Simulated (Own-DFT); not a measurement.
# Device materials side by side: how hard are they to compress?

Everything here is calculated. The program is Own-DFT (plane waves, in-house, since retired, never reviewed by a person); positions were held fixed, and spin and spin-orbit coupling were off.

Keep in mind (not all hold for every row): forces on such cells moved up to 12 meV/angstrom on a denser k mesh; k mesh not checked against a denser one; forces on such cells passed a denser k mesh, each cell not checked; stress not checked against mesh or cutoff.

All runs are PBE with PseudoDojo norm-conserving files; cutoff and k mesh are each material's own. Every cell starts from measured lattice constants and was given uniform random strains and small random moves of its atoms. Each triple is the change of volume in per cent, the rms move u in Å and the pressure in GPa.

- 2H SiC (C36Si36), 10.36 Å³/atom unstrained: (-2.85, 0.047, 12.23); (-2.11, 0.050, 10.74); (-0.25, 0.050, 5.51); (0.21, 0.053, 5.27); (1.17, 0.049, 2.50); (1.17, 0.049, 2.50); (1.24, 0.050, 2.64)
- wurtzite AlN (Al64N64), 10.45 Å³/atom unstrained: (-1.68, 0.053, 10.36); (-1.00, 0.048, 8.25); (-0.26, 0.051, 6.53); (0.34, 0.048, 5.05); (0.55, 0.052, 5.01); (2.01, 0.052, 1.71); (3.72, 0.049, -1.52)
- wurtzite GaN (Ga48N48), 11.42 Å³/atom unstrained: (-3.67, 0.050, 15.68); (-2.55, 0.049, 13.14); (-1.71, 0.050, 11.30); (-0.49, 0.052, 9.33); (-0.02, 0.050, 7.98); (0.97, 0.050, 5.52); (1.10, 0.049, 5.38)
- diamond silicon (Si64), 20.02 Å³/atom unstrained: withheld
- zincblende GaP (Ga32P32), 20.24 Å³/atom unstrained: (-2.29, 0.052, 5.74); (-1.08, 0.050, 4.42); (-0.60, 0.051, 3.95); (-0.17, 0.045, 3.31); (0.59, 0.049, 2.95); (1.15, 0.051, 2.34); (3.91, 0.054, 0.14)
- zincblende InP (In32P32), 25.27 Å³/atom unstrained: (-3.90, 0.049, 6.97); (-3.62, 0.048, 6.59); (-1.89, 0.053, 5.12); (-1.69, 0.052, 5.09); (-0.14, 0.048, 3.73); (1.00, 0.046, 3.06); (1.15, 0.050, 2.87)

## Worked fit

Fit a line to each set against the fractional change of volume; B is minus its slope, and u is nearly the same within a set. To take it to zero pressure, assume that B rises by 4 GPa for each GPa: B0 = B - 4 x (mean pressure). The bond length of an ideal tetrahedral crystal with the unstrained volume v is d = (√3/4)(8 v)^(1/3). Cohen's empirical rule reads B0 = (1971 - 220 L) d^(-3.5) GPa, with L = 0 for group IV crystals and SiC and 1 for III-V compounds.

```
                material  L  d (Å)  B (GPa)  mean P (GPa)  B0 (GPa)  rule (GPa)
        2H SiC (C36Si36)  0  1.888  242 ± 8           5.9   218 ± 8         213
  wurtzite AlN (Al64N64)  1  1.893  216 ± 8           5.1   196 ± 8         188
  wurtzite GaN (Ga48N48)  1  1.950  214 ± 6           9.8   175 ± 6         169
  diamond silicon (Si64)  0  2.352        ?             ?         ?          99
zincblende GaP (Ga32P32)  1  2.360   89 ± 4           3.3    76 ± 4          87
zincblende InP (In32P32)  1  2.541   79 ± 2           4.8    60 ± 2          67
```

A line through ln[B0/(1971 - 220 L)] against ln d has a slope of -4.1 ± 0.1 and a scatter of 3 %. Against the rule, B0 stands at 102 % for 2H SiC, 104 % for wurtzite AlN, 103 % for wurtzite GaN, 87 % for zincblende GaP, 90 % for zincblende InP. PBE tends to make silicon and heavier crystals too soft, and the rule itself is only a guide.

## Prediction

The question: what B0 does the fitted trend give for diamond silicon (Si64)?

The line gives 90 GPa. Its own runs give B = 104 ± 5 GPa at a mean pressure of 4.0 GPa, so B0 = 88 GPa.
